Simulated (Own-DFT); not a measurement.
## Calculated data, GaP (zincblende, strained, atoms displaced)

All values are calculated (Own-DFT development build). A calculation, not a measurement: plane-wave PBE density functional theory by an unreviewed code, no spin, of a simulated periodic cell, stress positive in tension, free energy of the whole cell less one offset for each atom, forces on such cells passed a denser k mesh, this cell's mesh not checked; offsets are fitted by least squares, one for each functional and potential file, so energies compare only between cells with the same atoms and settings and are not formation energies; the far tail of each file's local potential was reset to the Coulomb form; each entry is a single point on an unrelaxed cell, so the pressure reflects the starting lattice, mostly measured values (interpolated for alloys), from which strain is counted, and rises with the displacements; printed positions are rounded, which can move forces by about a meV/angstrom; the program, named Own-DFT, is a retired in-house code; no spin-orbit coupling.

### GaP (zincblende, strained, atoms displaced)

```
GaP
1.0
     10.8620     0.0000     0.0000
      0.0000    10.8620     0.0000
      0.0000     0.0000    10.9361
Ga P Ga P Ga P Ga P Ga P Ga P Ga P Ga P
4 4 4 4 4 4 4 4 4 4 4 4 4 4 4 4
Direct
  0.99772 0.00435 0.00424
  0.00307 0.25260 0.25457
  0.25384 0.99872 0.24218
  0.25553 0.25500 0.00281
  0.11743 0.11873 0.12216
  0.13122 0.37688 0.37924
  0.37105 0.12080 0.36974
  0.37327 0.37449 0.12709
  0.00518 0.00341 0.50547
  0.00321 0.24700 0.75093
  0.25204 0.99677 0.75643
  0.25309 0.24690 0.49682
  0.12788 0.12267 0.62634
  0.12357 0.37127 0.87596
  0.36889 0.12601 0.87373
  0.37125 0.37839 0.61809
  0.99547 0.49725 0.00470
  0.00483 0.74892 0.25591
  0.25371 0.49904 0.24746
  0.25514 0.74286 0.00013
  0.12563 0.62354 0.12643
  0.13490 0.86964 0.38251
  0.37802 0.62061 0.38824
  0.37308 0.87394 0.12590
  0.00713 0.50482 0.48980
  0.99357 0.74425 0.74861
  0.24484 0.50410 0.74687
  0.25056 0.74901 0.49845
  0.12696 0.62306 0.61933
  0.12155 0.87626 0.87823
  0.37231 0.62473 0.87814
  0.37560 0.87564 0.62509
  0.50667 0.99711 0.00240
  0.50110 0.25481 0.24509
  0.75690 0.00048 0.24010
  0.75089 0.24870 0.00005
  0.63361 0.12269 0.12969
  0.62117 0.37585 0.37652
  0.87721 0.12518 0.37522
  0.87686 0.38201 0.12539
  0.50129 0.99990 0.49882
  0.50566 0.24622 0.75321
  0.75327 0.00749 0.75350
  0.74923 0.25031 0.50188
  0.62547 0.13182 0.62669
  0.62361 0.38340 0.87592
  0.88041 0.12344 0.87923
  0.87285 0.37501 0.62328
  0.49861 0.50531 0.00091
  0.50089 0.73660 0.25048
  0.75177 0.50064 0.24451
  0.74515 0.76025 0.99539
  0.62002 0.62600 0.11830
  0.62570 0.87854 0.37322
  0.87871 0.62183 0.37799
  0.86915 0.87984 0.13017
  0.50619 0.49228 0.50362
  0.49867 0.75327 0.75024
  0.74980 0.50905 0.74811
  0.75223 0.74843 0.49577
  0.62242 0.63204 0.61718
  0.63145 0.87518 0.87406
  0.87826 0.62488 0.87123
  0.86826 0.87583 0.61891
```

| Item | Value |
| --- | --- |
| functional | PBE |
| potential files | PseudoDojo norm-conserving, scalar-relativistic, standard set |
| wave cutoff | 42 hartree |
| occupations | Fermi-Dirac |
| smearing width | 0.1 eV |
| hardware | one NVIDIA H100 |
| k mesh | 3 x 3 x 3 centred on Gamma |
| free energy of cell above offsets | -33.612 eV |
| pressure | 3.53 GPa |
| stress xx | -3.71 GPa |
| stress yy | -3.7 GPa |
| stress zz | -3.19 GPa |
| stress yz | -0.59 GPa |
| stress xz | 0 GPa |
| stress xy | 0.39 GPa |
| wall time | 522.9 s |

Force:
```
element  x (eV/Å)  y (eV/Å)  z (eV/Å)
     Ga    -0.266    -1.348    -0.404
     Ga    -0.014     0.042    -0.186
     Ga    -0.949    -0.121     0.553
     Ga    -1.001    -0.803     -0.26
      P     1.339      1.46     0.885
      P    -0.081    -0.387    -0.894
      P     0.812     0.501     0.048
      P     0.664      0.46    -0.414
     Ga    -0.369    -0.647    -0.605
     Ga    -0.373     0.233    -0.401
     Ga    -0.478    -0.194    -0.538
     Ga    -0.133     -0.12     0.275
      P     0.431     0.337      0.31
      P     0.202     0.678     0.147
      P     1.321    -0.027     0.686
      P     0.417    -0.723     1.283
     Ga      0.89     0.617    -0.941
     Ga    -0.204     0.351    -0.154
     Ga    -0.166     0.467     0.918
     Ga    -0.999     1.095     0.294
      P    -0.066     0.015    -0.134
      P    -1.069     1.315    -1.174
      P     0.037    -0.206    -1.336
      P     0.949    -0.732    -0.335
     Ga    -0.409    -0.945     1.213
     Ga     0.828     1.092    -0.702
     Ga     0.315    -0.669     0.323
     Ga     0.733    -0.335     0.891
      P    -0.533     0.677     0.493
      P    -0.019    -0.725    -0.052
      P     0.457    -0.234    -1.099
      P    -0.146     0.123     0.102
     Ga    -0.593      0.32    -0.124
     Ga     0.049    -0.824     0.625
     Ga    -0.765     0.519     2.379
     Ga     0.024     0.594    -0.104
      P    -1.124     0.847    -0.785
      P     0.985    -0.284     -0.77
      P    -0.112    -0.054     0.085
      P    -0.386    -1.531     0.339
     Ga    -0.054      0.21     0.115
     Ga    -1.057     1.025     0.011
     Ga    -0.057    -0.377     -0.58
     Ga     0.254     0.104    -0.491
      P     0.044    -1.015    -0.222
      P     0.281    -0.613     -0.03
      P    -0.486     0.619    -0.418
      P     0.684     0.449     0.167
     Ga    -0.422    -0.835    -0.222
     Ga    -0.496     1.198     0.668
     Ga    -0.579     0.331     0.631
     Ga     1.167    -1.277     0.783
      P     1.194     0.154     0.406
      P     0.239    -0.488    -0.584
      P    -0.692     0.438    -0.976
      P     1.699    -1.748    -1.172
     Ga    -0.437     0.662     0.163
     Ga     0.091    -0.235     0.038
     Ga     -0.23    -0.434     -0.46
     Ga    -0.347     0.454    -0.327
      P     0.148    -0.487     0.881
      P    -1.143     0.839    -0.869
      P    -0.703    -0.012     1.247
      P     0.702     0.202     0.802
```
